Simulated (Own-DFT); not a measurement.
# Computed records: GaN (wurtzite, atoms displaced)

Computed with Own-DFT development build. A calculation, not a measurement: plane-wave PBE density functional theory by an unreviewed code, no spin, of a simulated periodic cell, stress positive in tension, free energy of the whole cell less one offset for each atom, forces on such cells passed a denser k mesh, this cell's mesh not checked; offsets are fitted by least squares, one for each functional and potential file, so energies compare only between cells with the same atoms and settings and are not formation energies; the far tail of each file's local potential was reset to the Coulomb form; each entry is a single point on an unrelaxed cell, so the pressure reflects the starting lattice, mostly measured values (interpolated for alloys), from which strain is counted, and rises with the displacements; printed positions are rounded, which can move forces by about a meV/angstrom; the program, named Own-DFT, is a retired in-house code; no spin-orbit coupling.

Common to all runs: functional PBE; potential files PseudoDojo norm-conserving, scalar-relativistic, standard set with the stringent files for Ga; wave cutoff 96 hartree; occupations Gaussian; smearing width 0.01 eV; k mesh 3 x 4 x 3 centred on Gamma.

(1) GaN (wurtzite, atoms displaced)

```cif
# cell vector a (Å): 12.7560 0.0000 0.0000
# cell vector b (Å): -4.7835 8.2853 0.0000
# cell vector c (Å): 0.0000 0.0000 10.3700
data_GaN
_symmetry_space_group_name_H-M 'P 1'
_symmetry_Int_Tables_number 1
_cell_length_a 12.7560
_cell_length_b 9.5670
_cell_length_c 10.3700
_cell_angle_alpha 90.000
_cell_angle_beta 90.000
_cell_angle_gamma 120.000
_cell_volume 1095.98
loop_
_atom_site_label
_atom_site_type_symbol
_atom_site_fract_x
_atom_site_fract_y
_atom_site_fract_z
_atom_site_occupancy
Ga1 Ga 0.08350 0.22155 0.00135 1
Ga2 Ga 0.16678 0.10743 0.24837 1
N1 N 0.08513 0.22111 0.19034 1
N2 N 0.16749 0.11170 0.43774 1
Ga3 Ga 0.08686 0.22361 0.49651 1
Ga4 Ga 0.16825 0.11191 0.75475 1
N3 N 0.08049 0.21846 0.69214 1
N4 N 0.16709 0.11133 0.94230 1
Ga5 Ga 0.08200 0.55133 0.00196 1
Ga6 Ga 0.16589 0.44450 0.24937 1
N5 N 0.08494 0.55590 0.19116 1
N6 N 0.16478 0.44207 0.44078 1
Ga7 Ga 0.08037 0.55137 0.49940 1
Ga8 Ga 0.16691 0.44586 0.75189 1
N7 N 0.08381 0.55372 0.68930 1
N8 N 0.16627 0.44470 0.93909 1
Ga9 Ga 0.08262 0.89006 0.99823 1
Ga10 Ga 0.16475 0.77840 0.25147 1
N9 N 0.08408 0.88965 0.18852 1
N10 N 0.16730 0.78053 0.43788 1
Ga11 Ga 0.08430 0.88803 0.50123 1
Ga12 Ga 0.16722 0.78026 0.74935 1
N11 N 0.08410 0.89067 0.68751 1
N12 N 0.16519 0.77582 0.93596 1
Ga13 Ga 0.33508 0.22295 0.99824 1
Ga14 Ga 0.41731 0.11011 0.25177 1
N13 N 0.33490 0.22306 0.18983 1
N14 N 0.41398 0.10715 0.43802 1
Ga15 Ga 0.33413 0.22165 0.49792 1
Ga16 Ga 0.41953 0.11222 0.75100 1
N15 N 0.33231 0.22057 0.68809 1
N16 N 0.41814 0.11275 0.93710 1
Ga17 Ga 0.33413 0.55801 0.00187 1
Ga18 Ga 0.41612 0.44542 0.25273 1
N17 N 0.33541 0.55781 0.18753 1
N18 N 0.41738 0.44437 0.44019 1
Ga19 Ga 0.33077 0.55016 0.49753 1
Ga20 Ga 0.41487 0.44411 0.74842 1
N19 N 0.33278 0.55223 0.68589 1
N20 N 0.41870 0.44597 0.94183 1
Ga21 Ga 0.33374 0.88937 0.00040 1
Ga22 Ga 0.41881 0.78125 0.24976 1
N21 N 0.33011 0.88554 0.19077 1
N22 N 0.41659 0.77705 0.44042 1
Ga23 Ga 0.33547 0.89495 0.50357 1
Ga24 Ga 0.41600 0.77901 0.74869 1
N23 N 0.33678 0.89215 0.68594 1
N24 N 0.41400 0.77680 0.93924 1
Ga25 Ga 0.58079 0.21886 0.99888 1
Ga26 Ga 0.66812 0.10875 0.25213 1
N25 N 0.58240 0.21823 0.19099 1
N26 N 0.66863 0.11292 0.44133 1
Ga27 Ga 0.58332 0.22452 0.49803 1
Ga28 Ga 0.66494 0.10916 0.75092 1
N27 N 0.58387 0.22431 0.68689 1
N28 N 0.66860 0.11615 0.93932 1
Ga29 Ga 0.58127 0.55708 0.00041 1
Ga30 Ga 0.66485 0.44118 0.24885 1
N29 N 0.58404 0.55485 0.18802 1
N30 N 0.66700 0.44411 0.43868 1
Ga31 Ga 0.58023 0.55217 0.49906 1
Ga32 Ga 0.66719 0.44503 0.74893 1
N31 N 0.58103 0.55261 0.68826 1
N32 N 0.66709 0.44216 0.93437 1
Ga33 Ga 0.58369 0.88764 0.99861 1
Ga34 Ga 0.66621 0.78031 0.24947 1
N33 N 0.58154 0.88720 0.18905 1
N34 N 0.66497 0.77943 0.44014 1
Ga35 Ga 0.58139 0.88913 0.49856 1
Ga36 Ga 0.66625 0.77629 0.74944 1
N35 N 0.58358 0.88849 0.68388 1
N36 N 0.66659 0.77646 0.93876 1
Ga37 Ga 0.83461 0.22011 0.99762 1
Ga38 Ga 0.91566 0.11473 0.25280 1
N37 N 0.83524 0.22353 0.18791 1
N38 N 0.91598 0.11310 0.43910 1
Ga39 Ga 0.83048 0.21845 0.50064 1
Ga40 Ga 0.91449 0.11174 0.75149 1
N39 N 0.83364 0.22244 0.68665 1
N40 N 0.91964 0.11561 0.93933 1
Ga41 Ga 0.83104 0.55066 0.99865 1
Ga42 Ga 0.91590 0.44889 0.24915 1
N41 N 0.83266 0.55667 0.18736 1
N42 N 0.91658 0.44312 0.43694 1
Ga43 Ga 0.83663 0.55831 0.50127 1
Ga44 Ga 0.91718 0.44281 0.74596 1
N43 N 0.83285 0.55579 0.69299 1
N44 N 0.91859 0.44584 0.93785 1
Ga45 Ga 0.83758 0.89314 0.99891 1
Ga46 Ga 0.91621 0.77736 0.24952 1
N45 N 0.83142 0.88717 0.18720 1
N46 N 0.91692 0.77879 0.43797 1
Ga47 Ga 0.83476 0.88827 0.49951 1
Ga48 Ga 0.91994 0.78001 0.75113 1
N47 N 0.83228 0.88832 0.68753 1
N48 N 0.91562 0.77603 0.93880 1
```

The calculation gives: free energy of cell above offsets -10.547 eV; pressure 5.33 GPa; stress xx -5.73 GPa; stress yy -4.8 GPa; stress zz -5.46 GPa; stress yz 0.03 GPa; stress xz -0.09 GPa; stress xy 0.16 GPa.

Force:
```tsv
element	x (eV/Å)	y (eV/Å)	z (eV/Å)
Ga	0.174	0.45	0.188
Ga	0.053	0.551	0.248
N	-0.445	0.041	-0.121
N	0.162	-0.253	-0.073
Ga	-0.644	-0.628	0.987
Ga	-0.43	0.097	-0.6
N	0.393	0.419	-0.479
N	0.127	0.106	-0.282
Ga	-0.078	0.621	-0.133
Ga	0.486	-0.053	0.208
N	-0.519	0.022	-0.279
N	0.121	0.379	-0.664
Ga	0.318	0.68	0.146
Ga	0.207	-0.556	-0.282
N	-0.196	0.523	-0.372
N	0.401	-0.095	0.237
Ga	0.346	-0.569	0.331
Ga	0.343	-0.119	-0.058
N	-0.316	-0.428	-0.321
N	0.23	-0.529	0.488
Ga	-0.246	0.349	-0.291
Ga	0.259	-0.35	-0.133
N	0.171	-0.006	0.307
N	0.149	0.251	0.467
Ga	-0.105	0.162	0.661
Ga	-0.34	-0.209	-0.363
N	0.018	-0.106	-0.215
N	0.397	0.933	0.053
Ga	-0.275	-0.143	0.392
Ga	-0.389	0.221	-0.419
N	0.253	0.018	0.103
N	-0.247	-0.485	0.186
Ga	-0.025	-0.498	-0.244
Ga	0.298	-0.071	-0.552
N	-0.297	-0.114	0.562
N	-0.319	-0.364	-0.359
Ga	-0.078	0.779	0.31
Ga	0.34	-0.158	0.435
N	-0.405	0.499	0.338
N	-0.72	-0.206	-0.773
Ga	-0.561	-0.136	0.2
Ga	-0.573	-0.511	0.45
N	0.293	0.477	-0.442
N	-0.463	-0.095	-0.342
Ga	0.079	-1.253	-0.828
Ga	0.444	-0.45	-0.091
N	-0.522	-0.203	0.859
N	0.53	0.37	-0.381
Ga	0.338	0.742	0.472
Ga	-0.111	0.345	-0.178
N	0.191	0.085	-0.423
N	-0.693	-0.31	-0.554
Ga	0.12	-0.306	0.228
Ga	0.107	0.253	-0.391
N	0.211	-0.283	0.006
N	0.118	-0.95	-0.175
Ga	1.051	-0.29	0.023
Ga	0.067	0.284	0.134
N	-0.29	0.1	0.26
N	0.039	0.322	-0.117
Ga	0.616	0.783	0.24
Ga	-0.263	-0.045	-0.036
N	0.112	0.223	-0.062
N	-0.601	0.053	0.82
Ga	-0.191	0.283	0.074
Ga	0.356	-0.578	0.306
N	0.272	0.447	-0.405
N	0.494	-0.317	-0.357
Ga	0.268	-0.038	0.026
Ga	-0.075	-0.09	-0.204
N	-0.172	0.013	1.023
N	0.099	0.525	-0.165
Ga	-0.417	0.715	0.488
Ga	0.657	-0.504	-0.335
N	-0.486	0.149	-0.104
N	0.48	-0.246	0.089
Ga	0.461	0.546	-0.024
Ga	0.459	-0.215	-0.433
N	-0.384	-0.209	0.413
N	-0.029	-0.613	-0.193
Ga	0.055	0.307	-0.097
Ga	0.407	-0.481	-0.048
N	-0.067	-0.164	-0.02
N	-0.346	-0.019	0.242
Ga	-0.422	-0.35	0.122
Ga	-0.157	0.229	0.694
N	0.424	0.238	-0.815
N	-0.144	-0.465	-0.13
Ga	-0.464	-0.513	0.167
Ga	-0.178	0.233	-0.117
N	0.217	0.587	0.196
N	0.287	-0.088	0.013
Ga	-0.625	0.192	0.038
Ga	-0.595	-0.148	-0.102
N	0.287	0.021	0.338
N	0.118	0.187	0.014
```

(2) GaN (wurtzite, atoms displaced)

```cif
# cell vector a (Å): 12.7560 0.0000 0.0000
# cell vector b (Å): -4.7835 8.2853 0.0000
# cell vector c (Å): 0.0000 0.0000 10.3700
data_GaN
_symmetry_space_group_name_H-M 'P 1'
_symmetry_Int_Tables_number 1
_cell_length_a 12.7560
_cell_length_b 9.5670
_cell_length_c 10.3700
_cell_angle_alpha 90.000
_cell_angle_beta 90.000
_cell_angle_gamma 120.000
_cell_volume 1095.98
loop_
_atom_site_label
_atom_site_type_symbol
_atom_site_fract_x
_atom_site_fract_y
_atom_site_fract_z
_atom_site_occupancy
Ga1 Ga 0.08577 0.22554 0.99786 1
Ga2 Ga 0.16530 0.10994 0.24887 1
N1 N 0.08292 0.22138 0.19287 1
N2 N 0.16451 0.11079 0.43572 1
Ga3 Ga 0.08514 0.22279 0.49866 1
Ga4 Ga 0.16589 0.10852 0.74877 1
N3 N 0.07977 0.22219 0.68768 1
N4 N 0.16752 0.11146 0.94051 1
Ga5 Ga 0.08312 0.55331 0.99759 1
Ga6 Ga 0.16587 0.44689 0.25118 1
N5 N 0.08159 0.55106 0.18913 1
N6 N 0.16592 0.44508 0.43723 1
Ga7 Ga 0.08331 0.55502 0.49727 1
Ga8 Ga 0.16580 0.44597 0.75213 1
N7 N 0.08272 0.55691 0.69093 1
N8 N 0.16715 0.44311 0.94058 1
Ga9 Ga 0.08411 0.88777 0.00032 1
Ga10 Ga 0.16922 0.78094 0.24663 1
N9 N 0.07997 0.88488 0.18569 1
N10 N 0.16885 0.77883 0.43701 1
Ga11 Ga 0.08366 0.88593 0.49548 1
Ga12 Ga 0.16701 0.77710 0.75041 1
N11 N 0.08337 0.89223 0.69037 1
N12 N 0.16691 0.77759 0.93878 1
Ga13 Ga 0.33173 0.22312 0.00513 1
Ga14 Ga 0.41772 0.10993 0.25092 1
N13 N 0.33437 0.22097 0.18936 1
N14 N 0.41852 0.11268 0.43905 1
Ga15 Ga 0.33223 0.21771 0.50180 1
Ga16 Ga 0.41475 0.11436 0.75196 1
N15 N 0.33565 0.22486 0.68574 1
N16 N 0.41777 0.11458 0.93860 1
Ga17 Ga 0.33576 0.55827 0.00436 1
Ga18 Ga 0.41519 0.44154 0.24906 1
N17 N 0.33402 0.55623 0.18581 1
N18 N 0.41484 0.44211 0.43931 1
Ga19 Ga 0.33311 0.55490 0.49741 1
Ga20 Ga 0.41585 0.44303 0.74785 1
N19 N 0.33151 0.55894 0.68759 1
N20 N 0.41915 0.44310 0.93454 1
Ga21 Ga 0.33255 0.88838 0.00235 1
Ga22 Ga 0.41424 0.77543 0.24917 1
N21 N 0.33286 0.88647 0.19040 1
N22 N 0.41639 0.77988 0.43942 1
Ga23 Ga 0.33522 0.89001 0.50196 1
Ga24 Ga 0.41749 0.77921 0.75117 1
N23 N 0.33188 0.88755 0.68434 1
N24 N 0.41318 0.77507 0.93740 1
Ga25 Ga 0.58385 0.22510 0.00398 1
Ga26 Ga 0.66486 0.11026 0.25137 1
N25 N 0.58021 0.21795 0.18877 1
N26 N 0.67110 0.11565 0.43848 1
Ga27 Ga 0.58320 0.22221 0.49961 1
Ga28 Ga 0.66635 0.11086 0.75012 1
N27 N 0.58125 0.22534 0.69336 1
N28 N 0.66567 0.11112 0.93891 1
Ga29 Ga 0.58627 0.55688 0.99959 1
Ga30 Ga 0.66437 0.44677 0.25142 1
N29 N 0.58445 0.55877 0.18949 1
N30 N 0.66805 0.44540 0.43709 1
Ga31 Ga 0.58312 0.55842 0.49802 1
Ga32 Ga 0.66375 0.44126 0.75101 1
N31 N 0.58115 0.55232 0.68802 1
N32 N 0.66671 0.44059 0.93929 1
Ga33 Ga 0.58378 0.89003 0.00093 1
Ga34 Ga 0.66579 0.77669 0.24785 1
N33 N 0.58167 0.88604 0.18814 1
N34 N 0.66947 0.78179 0.44342 1
Ga35 Ga 0.58370 0.89124 0.50134 1
Ga36 Ga 0.66672 0.77432 0.75067 1
N35 N 0.58313 0.89052 0.68880 1
N36 N 0.66723 0.77601 0.93717 1
Ga37 Ga 0.83066 0.21928 0.99686 1
Ga38 Ga 0.91808 0.11268 0.25033 1
N37 N 0.83685 0.22342 0.18633 1
N38 N 0.91651 0.11199 0.43647 1
Ga39 Ga 0.83436 0.22468 0.50233 1
Ga40 Ga 0.92173 0.11627 0.75144 1
N39 N 0.83476 0.22406 0.69068 1
N40 N 0.91417 0.10707 0.93712 1
Ga41 Ga 0.83398 0.55660 0.99708 1
Ga42 Ga 0.91740 0.44451 0.25004 1
N41 N 0.83419 0.55687 0.18851 1
N42 N 0.91535 0.44207 0.43951 1
Ga43 Ga 0.83348 0.55636 0.50025 1
Ga44 Ga 0.92007 0.44452 0.75100 1
N43 N 0.83460 0.55882 0.68745 1
N44 N 0.91501 0.44200 0.93717 1
Ga45 Ga 0.83286 0.89123 0.00129 1
Ga46 Ga 0.91735 0.77979 0.25048 1
N45 N 0.83613 0.89005 0.18878 1
N46 N 0.91800 0.77829 0.43843 1
Ga47 Ga 0.83084 0.88748 0.49843 1
Ga48 Ga 0.91741 0.77829 0.74837 1
N47 N 0.83319 0.88868 0.68804 1
N48 N 0.91830 0.78004 0.94150 1
```

The calculation gives: free energy of cell above offsets -10.347 eV; pressure 5.43 GPa; stress xx -5.12 GPa; stress yy -5.32 GPa; stress zz -5.84 GPa; stress yz 0.08 GPa; stress xz 0.02 GPa; stress xy -0.24 GPa.

Force:
```tsv
element	x (eV/Å)	y (eV/Å)	z (eV/Å)
Ga	-0.425	-0.857	0.772
Ga	0.078	-0.143	-0.093
N	0.311	0.455	-0.94
N	0.727	-0.168	0.388
Ga	-0.681	-0.168	0.018
Ga	-0.102	0.787	0.296
N	1.357	0.562	-0.074
N	-0.085	-0.019	-0.373
Ga	-0.345	0.023	0.481
Ga	0.363	-0.525	-0.31
N	0.054	0.943	-0.404
N	0.302	0.017	0.215
Ga	-0.221	0.167	0.481
Ga	0.35	-0.054	-0.319
N	0.395	0.014	-0.634
N	0.125	0.443	-0.255
Ga	-0.33	0.105	-0.271
Ga	-0.654	-0.787	0.377
N	0.722	0.605	0.507
N	-0.008	-0.117	-0.132
Ga	-0.2	0.38	0.703
Ga	-0.212	0.388	-0.143
N	0.545	-0.596	-0.7
N	0.133	-0.143	0.051
Ga	0.498	0.089	-0.948
Ga	-0.335	-0.136	0.152
N	-0.216	-0.13	0.326
N	-0.138	-0.28	-0.147
Ga	-0.266	0.304	-0.643
Ga	0.442	-0.639	-0.049
N	-0.776	-0.481	0.384
N	-0.217	-0.505	0.467
Ga	0.227	-0.548	-1.315
Ga	0.038	0.331	0.325
N	-0.075	-0.342	0.967
N	0.168	0.07	-0.355
Ga	-0.184	0.212	0.49
Ga	-0.452	0.498	0.053
N	0.446	-0.489	-0.028
N	-0.5	0.254	0.856
Ga	0.111	0.412	-0.482
Ga	0.462	0.161	0.46
N	0.066	0.45	-0.369
N	0.467	-0.246	-0.434
Ga	-0.302	-0.029	-0.515
Ga	-0.267	-0.031	-0.331
N	0.084	0.509	1.132
N	0.433	0.518	0.419
Ga	0.032	-0.607	-0.592
Ga	0.801	0.217	-0.327
N	0.275	0.688	0.347
N	-0.687	-0.496	0.175
Ga	0.232	0.345	0.498
Ga	-0.11	0.319	0.07
N	0.562	-0.826	-0.952
N	-0.231	-0.181	0.017
Ga	-0.239	-0.367	-0.12
Ga	0.967	-0.265	-0.339
N	-0.347	-0.584	-0.276
N	-0.468	-0.018	0.336
Ga	0.237	-0.389	0.335
Ga	0.487	0.81	-0.074
N	0.102	0.353	-0.172
N	-0.156	0.678	0.014
Ga	-0.141	-0.298	-0.419
Ga	0.357	0.693	0.666
N	-0.079	0.278	0.182
N	-0.903	-0.59	-1.159
Ga	0.047	0.063	-0.113
Ga	-0.092	0.377	-0.419
N	0.235	-0.218	0.146
N	-0.326	0.278	0.39
Ga	0.364	0.25	0.449
Ga	-0.269	-0.163	-0.018
N	-0.863	-0.327	0.062
N	0.095	-0.023	0.54
Ga	0.489	-0.301	-0.006
Ga	-1.055	-1.199	-0.247
N	-0.157	-0.234	-0.12
N	0.362	0.828	0.279
Ga	0.101	0.048	0.511
Ga	-0.476	-0.161	-0.022
N	-0.284	-0.303	-0.065
N	0.117	0.566	-0.149
Ga	0.131	-0.01	-0.024
Ga	-1.068	0.14	-0.24
N	-0.016	-0.685	0.356
N	0.283	0.206	0.199
Ga	0.5	-0.445	-0.124
Ga	-0.043	-0.573	-0.059
N	-0.76	-0.063	0.082
N	-0.282	-0.062	-0.072
Ga	0.979	0.744	0.516
Ga	-0.329	0.135	0.461
N	-0.039	0.268	0.059
N	-0.248	-0.156	-0.639
```
